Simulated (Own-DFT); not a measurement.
# Response to strain: wurtzite GaN, 96 atoms (Ga48N48)

These are calculations, not measurements. They come from Own-DFT, an in-house plane-wave density functional program, since retired, whose code no person has reviewed. Each row is one single-point run on a periodic cell that was not relaxed, without spin or spin-orbit coupling.

Settings of every run: PBE; PseudoDojo norm-conserving scalar-relativistic files; cutoff 42 hartree; 3 x 4 x 3 k mesh centred on Gamma; Fermi-Dirac smearing of 0.1 eV.

Known limits: forces on such cells passed a denser k mesh, each cell not checked; stress not checked against mesh or cutoff.

Unstrained cell vectors in Å: (12.756, 0.000, 0.000); (-4.784, 8.285, 0.000); (0.000, 0.000, 10.370). The unstrained cell has measured lattice constants (interpolated for alloys), not those of this functional. That, the random moves and any unrelaxed bonds set the pressure at no strain. Each run strains this cell uniformly, with the atoms carried along. Every atom was also moved at random, by a Gaussian of width 0.05 Å on each axis. Strain is the symmetric tensor, in per cent. Stress is positive in tension, and the pressure is minus a third of its trace.

| run | e_xx (%) | e_yy (%) | e_zz (%) | e_yz (%) | e_xz (%) | e_xy (%) | s_xx (GPa) | s_yy (GPa) | s_zz (GPa) | s_yz (GPa) | s_xz (GPa) | s_xy (GPa) | P (GPa) | E (meV/atom) |
|---|---|---|---|---|---|---|---|---|---|---|---|---|---|---|
| 1 | -0.39 | -1.46 | -1.77 | -1.00 | -1.76 | 1.43 | -12.29 | -15.63 | -18.62 | -1.91 | -3.20 | 4.29 | 15.52 | 48.5 |
| 2 | -0.22 | -0.89 | 1.13 | 1.27 | -1.09 | 1.20 | -8.00 | -10.42 | -4.67 | 2.84 | -2.38 | 3.68 | 7.70 | 17.8 |
| 3 | 1.27 | -0.74 | 0.00 | 1.39 | -1.57 | 0.66 | -1.51 | -10.66 | -9.61 | 3.66 | -3.93 | 2.81 | 7.26 | 21.2 |
| 4 | -1.93 | 0.16 | -1.97 | -1.76 | 1.54 | -1.20 | -20.07 | -11.76 | -17.44 | -5.10 | 3.12 | -3.12 | 16.42 | 56.1 |
| 5 | -1.90 | -0.30 | -1.80 | 1.08 | -0.70 | -0.08 | -19.58 | -12.17 | -17.83 | 1.87 | -1.48 | -0.68 | 16.53 | 47.0 |
| 6 | -0.96 | 1.92 | -0.49 | -1.78 | 1.47 | 1.85 | -9.60 | -2.12 | -11.27 | -4.12 | 3.29 | 6.59 | 7.66 | 36.8 |
| 7 | 1.34 | -0.47 | -1.30 | 0.57 | 0.66 | 0.03 | -3.98 | -7.12 | -15.54 | 1.25 | 1.20 | -0.10 | 8.88 | 24.2 |
| 8 | 1.60 | 1.95 | 1.52 | -1.38 | 1.35 | -1.84 | 2.25 | 1.82 | 0.25 | -3.11 | 2.33 | -4.12 | -1.44 | 3.8 |
| 9 | -0.39 | -1.29 | -1.90 | 0.65 | 0.07 | -1.50 | -10.20 | -16.18 | -20.06 | 1.49 | -0.05 | -4.41 | 15.48 | 36.1 |
| 10 | 0.91 | -1.46 | -0.22 | -0.45 | 1.10 | -0.61 | -4.53 | -12.99 | -9.79 | -0.66 | 2.11 | -2.25 | 9.10 | 13.7 |
| 11 | 1.34 | 0.43 | 0.09 | -0.94 | 1.42 | -0.31 | -0.91 | -3.80 | -7.21 | -1.05 | 3.01 | -2.03 | 3.97 | 0.0 |
| 12 | 0.02 | -1.62 | 1.40 | -1.40 | 0.37 | 0.34 | -8.70 | -13.34 | -2.16 | -2.82 | 0.91 | 1.32 | 8.07 | 8.7 |
| 13 | 0.42 | 0.00 | 1.83 | 0.88 | 0.69 | -1.73 | -5.55 | -4.87 | 0.10 | 1.86 | 1.21 | -5.36 | 3.44 | 3.1 |
| 14 | 0.66 | 0.04 | -1.19 | 1.61 | -0.20 | 0.06 | -5.36 | -7.97 | -12.10 | 3.24 | -0.99 | 0.74 | 8.48 | 11.7 |
| 15 | -0.92 | 1.31 | 0.02 | 1.53 | 0.90 | -0.98 | -8.33 | -2.78 | -8.87 | 3.37 | 2.15 | -1.12 | 6.66 | 5.9 |
| 16 | -1.20 | -0.85 | -0.46 | -1.44 | 1.76 | -0.85 | -12.86 | -15.31 | -11.26 | -2.12 | 3.61 | -3.24 | 13.14 | 35.5 |
| 17 | 0.46 | -1.84 | 0.97 | 0.40 | 0.74 | -1.84 | -5.56 | -16.89 | -4.94 | 0.26 | 1.19 | -6.17 | 9.13 | 27.4 |
| 18 | -1.37 | -0.05 | 1.50 | 1.35 | -1.88 | 1.71 | ? | ? | ? | ? | ? | ? | ? | ? |

E is the free energy for each atom above the lowest run shown.

## Worked fit

Each stress component was fitted by least squares to a constant and the strains of the runs shown, as fractions, with shears doubled. Shear strains stay in the fit of a normal stress only where such slopes are resolved. The slopes, in GPa:

| stress | at no strain | per e_xx | per e_yy | per e_zz | scatter |
|---|---|---|---|---|---|
| s_xx | -7.5 | 461 ± 34 | 90 ± 29 | 84 ± 30 | 1.37 |
| s_yy | -8.1 | 137 ± 33 | 428 ± 28 | 60 ± 29 | 1.32 |
| s_zz | -8.7 | 29 ± 25 | 54 ± 21 | 478 ± 22 | 0.99 |

Each shear stress against twice its own strain: yz 109 ± 8, xz 106 ± 5, xy 146 ± 10 GPa. These are stiffnesses along x, y and z of the frame in which the cell vectors are given, which need not be the crystal's axes. The atoms are held to the strained lattice; where symmetry lets them move under strain, relaxing them would lower some slopes. The table should be nearly symmetric about its diagonal, and what it lacks of that shows the noise. A ninth of its sum, 202 ± 5 GPa, estimates the bulk modulus near the mean pressure of these runs, 9.2 GPa, so it lies above the value at zero pressure.

## Withheld run

Question: what normal stresses and pressure should run 18 give?

The fit gives s_xx = -12.6, s_yy = -9.3, s_zz = -2.0 and P = 7.9 GPa. The calculation gave -13.70, -8.31, -1.95 and P = 7.98 GPa.
